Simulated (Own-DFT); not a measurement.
# Cleaving wurtzite AlN, m plane (10-10)

Calculated, not measured: single-point runs of Own-DFT, a retired in-house plane-wave DFT program that no person has reviewed, on unrelaxed cells, without spin or spin-orbit coupling.

Limits (not all hold for every row): some atoms lie very close together; forces not confirmed at this smearing and k mesh; k mesh not checked against a denser one.

Both sets of runs: PBE; PseudoDojo norm-conserving scalar-relativistic files; cutoff 42 hartree; Gaussian smearing of 0.01 eV. The slab has 128 atoms in 16 layers, two equal faces of 62.02 Å² as cut, 15 Å of vacuum, a dipole correction along the normal and a 6 x 3 x 1 mesh. The bulk cell has 128 atoms, the same measured lattice constants and a 3 x 3 x 3 mesh. In the slab only the 32 atoms nearest the faces were moved at random; u is their rms move along one axis. Energies are counted from -174.06 eV for each atom.

| slab run | u (Å) | E (eV, cell) |
|---|---|---|
| 1 | 0.0426 | 20.403 |
| 2 | 0.0472 | 20.942 |
| 3 | 0.0491 | 20.982 |
| 4 | 0.0494 | 21.267 |
| 5 | 0.0496 | 21.483 |
| 6 | 0.0583 | 22.473 |
| 7 | 0.0943 | 27.869 |
| 8 | 0.0977 | 28.489 |
| 9 | 0.0999 | 25.376 |
| 10 | 0.1022 | 31.030 |
| 11 | 0.1032 | 27.165 |
| 12 | 0.1077 | 28.818 |

| bulk run | u (Å) | E (meV/atom) |
|---|---|---|
| 1 | 0.0187 | -3.41 |
| 2 | 0.0197 | -2.99 |
| 3 | 0.0200 | -1.98 |
| 4 | 0.0978 | 339.40 |
| 5 | 0.0983 | 306.60 |
| 6 | 0.0991 | 326.45 |
| 7 | 0.1005 | 300.29 |
| 8 | 0.1013 | 286.13 |
| 9 | 0.1016 | 319.08 |
| 10 | 0.1045 | 354.07 |

The question: what is the energy of the unrelaxed surface?

## Worked answer

Take each set to u = 0 with E = a + b u². Rows are weighted down as u grows, with residuals divided by u² + 0.0006 Å². Slab: a = 18.95 ± 0.27 eV. Bulk: a = -15.3 ± 1.2 meV/atom. The excess is 18.95 - 128 x (-0.0153) = 20.92 ± 0.32 eV. Over two faces that is 169 meV/Å², or 2.70 ± 0.04 J/m². Relaxing the faces would lower the energy, and the unlike meshes and the reach from the smallest u down to zero add errors that aren't counted here.
